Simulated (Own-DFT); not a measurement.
AlGa3N4 (wurtzite random alloy, strained, atoms displaced) (calculated)

Computed with Own-DFT development build. A calculation, not a measurement: plane-wave PBE density functional theory by an unreviewed code, no spin, of a simulated periodic cell, stress positive in tension, free energy of the whole cell less one offset for each atom, forces on such cells passed a denser k mesh, this cell's mesh not checked; offsets are fitted by least squares, one for each functional and potential file, so energies compare only between cells with the same atoms and settings and are not formation energies; the far tail of each file's local potential was reset to the Coulomb form; each entry is a single point on an unrelaxed cell, so the pressure reflects the starting lattice, mostly measured values, from which strain is counted, and rises with the displacements; printed positions are rounded, which can move forces by about a meV/angstrom; the program is a retired in-house code; no spin-orbit coupling.

Common to all runs: functional PBE; potential files PseudoDojo norm-conserving, scalar-relativistic, standard set; wave cutoff 42 hartree; occupations Fermi-Dirac; smearing width 0.1 eV; k mesh 4 x 4 x 3 centred on Gamma.

(1) AlGa3N4 (wurtzite random alloy, strained, atoms displaced)

```
CELL_PARAMETERS angstrom
9.79450 0.00000 0.00000
-4.89730 8.48230 0.00000
0.00000 0.00000 10.26850
ATOMIC_POSITIONS crystal
Ga 0.12273 0.21866 0.99447
Ga 0.22294 0.11781 0.25064
N 0.10788 0.22354 0.18981
N 0.22162 0.11341 0.43774
Ga 0.10692 0.21695 0.49900
Ga 0.22412 0.10859 0.75028
N 0.11556 0.22771 0.69067
N 0.22518 0.10475 0.93340
Ga 0.11608 0.55035 0.00211
Ga 0.22973 0.44489 0.26381
N 0.11334 0.55757 0.19516
N 0.22125 0.43962 0.43870
Ga 0.12062 0.55928 0.50130
Ga 0.22385 0.45194 0.75028
N 0.10753 0.54359 0.69466
N 0.21996 0.44943 0.93622
Ga 0.11552 0.88167 0.99952
Ga 0.21962 0.78046 0.24335
N 0.11033 0.88609 0.18977
N 0.22188 0.77525 0.43581
Ga 0.11444 0.88949 0.49914
Ga 0.21487 0.78327 0.75062
N 0.10848 0.88702 0.69181
N 0.22705 0.78312 0.93966
Ga 0.44731 0.22317 0.99310
Al 0.55298 0.10794 0.25548
N 0.44859 0.23132 0.18537
N 0.55404 0.10760 0.44303
Ga 0.44622 0.22694 0.50634
Al 0.55732 0.11460 0.74908
N 0.44472 0.21968 0.68781
N 0.55100 0.10097 0.93993
Al 0.46517 0.56231 0.00358
Ga 0.54976 0.43810 0.25096
N 0.44739 0.55011 0.19385
N 0.54956 0.44625 0.44273
Ga 0.44450 0.55334 0.49970
Ga 0.56921 0.44467 0.74587
N 0.45281 0.56408 0.68383
N 0.55653 0.43687 0.93939
Ga 0.44040 0.89037 0.00518
Ga 0.55719 0.77017 0.24944
N 0.43935 0.88319 0.17842
N 0.54484 0.77508 0.44126
Al 0.44105 0.88733 0.50878
Al 0.55276 0.77327 0.75249
N 0.45380 0.90086 0.69117
N 0.55553 0.77251 0.93767
Al 0.77533 0.22153 0.00014
Ga 0.88209 0.10762 0.24662
N 0.78107 0.22700 0.18559
N 0.89202 0.10570 0.43835
Ga 0.78509 0.22699 0.50016
Al 0.89147 0.11364 0.75132
N 0.77850 0.22782 0.69384
N 0.88724 0.10812 0.94454
Ga 0.78435 0.55863 0.00803
Ga 0.89097 0.44470 0.24686
N 0.78028 0.55675 0.19045
N 0.88602 0.44783 0.42869
Ga 0.77499 0.55580 0.49833
Ga 0.89516 0.45011 0.74536
N 0.77106 0.54463 0.68732
N 0.88313 0.43645 0.94966
Al 0.77896 0.89397 0.00798
Al 0.87819 0.77388 0.25078
N 0.77327 0.88397 0.19690
N 0.89341 0.78104 0.43769
Ga 0.77909 0.89168 0.50392
Ga 0.88176 0.77221 0.74735
N 0.77703 0.88352 0.69465
N 0.89625 0.78229 0.93715
```

- free energy of cell above offsets: 6.511 eV
- pressure: -3.39 GPa
- stress xx: 7.05 GPa
- stress yy: 6.97 GPa
- stress zz: -3.86 GPa
- stress yz: 0.24 GPa
- stress xz: 0.21 GPa
- stress xy: 0.54 GPa

Force:
```csv
element,x (eV/Å),y (eV/Å),z (eV/Å)
Ga,-1.515,0.712,0.49
Ga,0.22,-0.636,-0.766
N,0.48,-0.046,-0.159
N,0.607,-0.176,0.789
Ga,0.462,0.39,0.403
Ga,-0.556,0.512,-0.913
N,-0.644,-0.988,0.308
N,0.045,0.254,1.133
Ga,-1.213,0.459,0.503
Ga,-1.052,-0.078,-3.476
N,0.631,-0.282,-0.458
N,-0.134,0.126,2.454
Ga,-0.991,-0.462,-0.575
Ga,1.833,-0.839,0.073
N,-0.698,2.419,-1.303
N,2.591,-0.659,0.803
Ga,-1.113,0.689,0.249
Ga,0.62,-0.571,0.579
N,-1.538,0.461,0.234
N,0.709,0.874,1.149
Ga,-0.142,-0.05,-0.447
Ga,1.889,-0.604,0.213
N,-0.599,0.067,-0.778
N,0.112,-1.418,-0.336
Ga,0.301,-0.828,0.609
Al,0.046,0.301,-0.978
N,0.63,-2.114,0.612
N,-0.015,-0.29,-0.512
Ga,-0.004,-0.605,-1.61
Al,0.295,-0.274,0.333
N,0.596,-0.037,1.451
N,0.672,1.829,-0.848
Al,-1.506,-0.886,-0.572
Ga,1.061,0.699,0.255
N,-0.415,0.497,-1.279
N,1.181,-0.445,-0.385
Ga,-0.628,0.652,-0.046
Ga,-2.844,-0.816,1.002
N,-0.18,-0.366,1.563
N,-0.464,1.777,-0.132
Ga,0.91,-0.544,-2.843
Ga,-1.585,0.361,0.537
N,0.616,1.073,4.041
N,0.342,0.71,0.162
Al,0.178,0.182,-1.231
Al,0.047,0.782,-0.317
N,0,-1.155,0.2
N,0.814,0.248,0.759
Al,0.247,-0.474,-0.248
Ga,0.436,0.777,-0.003
N,-1.069,-1.476,0.444
N,-1.091,0.577,0.194
Ga,-0.488,-0.195,-0.279
Al,0.001,-0.197,0.434
N,0.539,-1.147,0.009
N,-0.299,-0.013,-0.563
Ga,-0.015,-0.189,-1.512
Ga,0.162,0.205,-0.824
N,-0.793,0.707,1.292
N,0.639,-0.292,2.443
Ga,0.313,0.144,-0.822
Ga,-0.642,-1.044,1.625
N,1.767,1.813,-0.4
N,0.389,0.542,-1.129
Al,0.258,-0.539,-1.381
Al,1.589,0.19,0.057
N,0.771,0.015,-1.316
N,-0.674,-0.377,-0.081
Ga,-0.273,-0.932,-0.329
Ga,0.475,0.119,0.486
N,-1.138,1.19,-0.007
N,-1.155,-0.314,0.969
```

(2) AlGa3N4 (wurtzite random alloy, strained, atoms displaced)

```
CELL_PARAMETERS angstrom
9.79450 0.00000 0.00000
-4.89730 8.48230 0.00000
0.00000 0.00000 10.26850
ATOMIC_POSITIONS crystal
Ga 0.11470 0.22457 0.01381
Ga 0.22026 0.11157 0.25161
N 0.10564 0.21771 0.18830
N 0.22332 0.10578 0.43163
Ga 0.10601 0.22927 0.49738
Al 0.22277 0.11051 0.75860
N 0.11262 0.22437 0.68955
N 0.22131 0.11410 0.94370
Al 0.11460 0.55214 0.99783
Ga 0.21804 0.44349 0.25292
N 0.12139 0.55886 0.19063
N 0.21590 0.44662 0.43361
Ga 0.10579 0.55204 0.50312
Ga 0.22063 0.44085 0.75433
N 0.11523 0.55709 0.68694
N 0.22404 0.44275 0.93415
Ga 0.10882 0.89139 0.99404
Ga 0.21332 0.76793 0.25562
N 0.10948 0.89061 0.18737
N 0.21177 0.77262 0.43419
Al 0.11266 0.89012 0.50576
Ga 0.22296 0.77675 0.74716
N 0.11115 0.89425 0.68111
N 0.21629 0.77446 0.93170
Ga 0.44269 0.21525 0.00094
Al 0.56059 0.11239 0.24984
N 0.45229 0.22451 0.18199
N 0.55781 0.10590 0.44253
Ga 0.45236 0.23060 0.50108
Ga 0.55685 0.11173 0.74515
N 0.43907 0.21347 0.68482
N 0.56130 0.11230 0.94357
Ga 0.44035 0.55883 0.99278
Ga 0.54849 0.44342 0.25157
N 0.44870 0.56217 0.18938
N 0.56129 0.45596 0.43785
Ga 0.44920 0.55559 0.50445
Al 0.55862 0.44711 0.74339
N 0.44654 0.56961 0.69165
N 0.55384 0.44064 0.93152
Ga 0.44700 0.88974 0.00047
Ga 0.55092 0.77375 0.24779
N 0.43788 0.88132 0.19055
N 0.54917 0.77402 0.42795
Al 0.45058 0.88909 0.50178
Ga 0.55575 0.78093 0.75237
N 0.45544 0.89133 0.68593
N 0.55073 0.77477 0.93702
Al 0.77578 0.21488 0.00992
Ga 0.89109 0.11715 0.25760
N 0.78174 0.22052 0.19142
N 0.88575 0.11016 0.44674
Ga 0.78823 0.22508 0.50485
Ga 0.89330 0.11337 0.75362
N 0.78460 0.21919 0.68385
N 0.88344 0.10881 0.93419
Ga 0.78523 0.55406 0.99393
Al 0.88738 0.45163 0.25197
N 0.77417 0.55160 0.18939
N 0.88294 0.44255 0.43815
Ga 0.78502 0.55349 0.51134
Ga 0.88406 0.43989 0.74486
N 0.77850 0.55819 0.69483
N 0.87771 0.44857 0.94053
Ga 0.77396 0.87666 0.00097
Ga 0.88560 0.77143 0.24568
N 0.79272 0.90341 0.19140
N 0.89257 0.78262 0.44831
Al 0.76837 0.87896 0.50112
Ga 0.89122 0.77514 0.75840
N 0.77904 0.89298 0.68487
N 0.89128 0.77494 0.92821
```

* free energy of cell above offsets: 7.723 eV
* pressure: -2.82 GPa
* stress xx: 8.12 GPa
* stress yy: 7.54 GPa
* stress zz: -7.21 GPa
* stress yz: -0.41 GPa
* stress xz: 0.25 GPa
* stress xy: 1.25 GPa

Force:
```csv
element,x (eV/Å),y (eV/Å),z (eV/Å)
Ga,-0.707,-0.424,-3.307
Ga,0.729,-0.441,-1.09
N,0.394,0.994,2.344
N,-0.302,0.53,2.181
Ga,1.387,-0.936,0.357
Al,-0.413,0.153,-1.607
N,1.061,-0.336,0.311
N,0.113,-0.237,-0.948
Al,-0.968,0.518,0.004
Ga,0.926,0.187,-1.161
N,-2.115,-1.395,-1.46
N,0.833,-0.183,1.727
Ga,0.13,0.724,-1.147
Ga,0.092,0.254,-1.835
N,-0.574,-0.517,0.945
N,-1.382,0.134,2.164
Ga,0.679,-0.387,0.917
Ga,0.131,1.605,-1.62
N,0.24,-0.593,-0.354
N,0.641,0.875,2.956
Al,-0.328,0.079,-2.337
Ga,0.007,0.574,-0.807
N,0.557,0.338,2.401
N,0.579,-0.426,1.34
Ga,0.204,1.112,-1.14
Al,-0.427,-0.614,0.305
N,-0.056,-0.5,2.284
N,-0.141,0.279,-0.806
Ga,-0.337,-1.205,-1.414
Ga,0.538,-0.048,0.483
N,-0.525,1.434,1.641
N,0.236,-0.102,-0.487
Ga,1.436,-0.878,0.731
Ga,0.582,0.151,-1.098
N,-0.364,-1.489,-0.749
N,0.515,-1.039,1.092
Ga,-1.294,0.556,-0.81
Al,-0.676,-0.353,0.966
N,1.142,-2.272,-0.046
N,-0.233,0.397,-0.165
Ga,-0.765,-0.206,0.034
Ga,0.393,1.1,-0.963
N,0.069,1.524,0.113
N,0.49,0.772,3.02
Al,-0.689,-0.241,-1.141
Ga,0.915,0.789,-0.676
N,-1.383,-0.041,-0.249
N,0.466,0.493,0.824
Al,-0.003,0.573,-1.601
Ga,0.12,-0.606,-0.167
N,-1.19,1.055,0.34
N,0.514,-1.036,-0.527
Ga,-1.346,-0.512,-1.732
Ga,0.147,-0.582,-1.196
N,-1.049,0.707,1.926
N,0.041,0.354,2.386
Ga,-3.198,0.635,1.086
Al,0.64,-0.725,-0.561
N,0.536,0.018,-0.093
N,0.62,0.006,-0.303
Ga,-0.928,1.34,-1.815
Ga,0.606,0.122,1.002
N,-0.429,-1.019,0.174
N,4.637,-2.463,-0.428
Ga,-0.215,1.322,-0.165
Ga,0.059,0.95,1.241
N,-0.758,-1.797,-0.358
N,-0.225,-0.297,-0.49
Al,0.618,0.628,-0.491
Ga,-0.575,1.094,-4.71
N,0.116,-0.692,0.479
N,-0.543,0.215,4.28
```
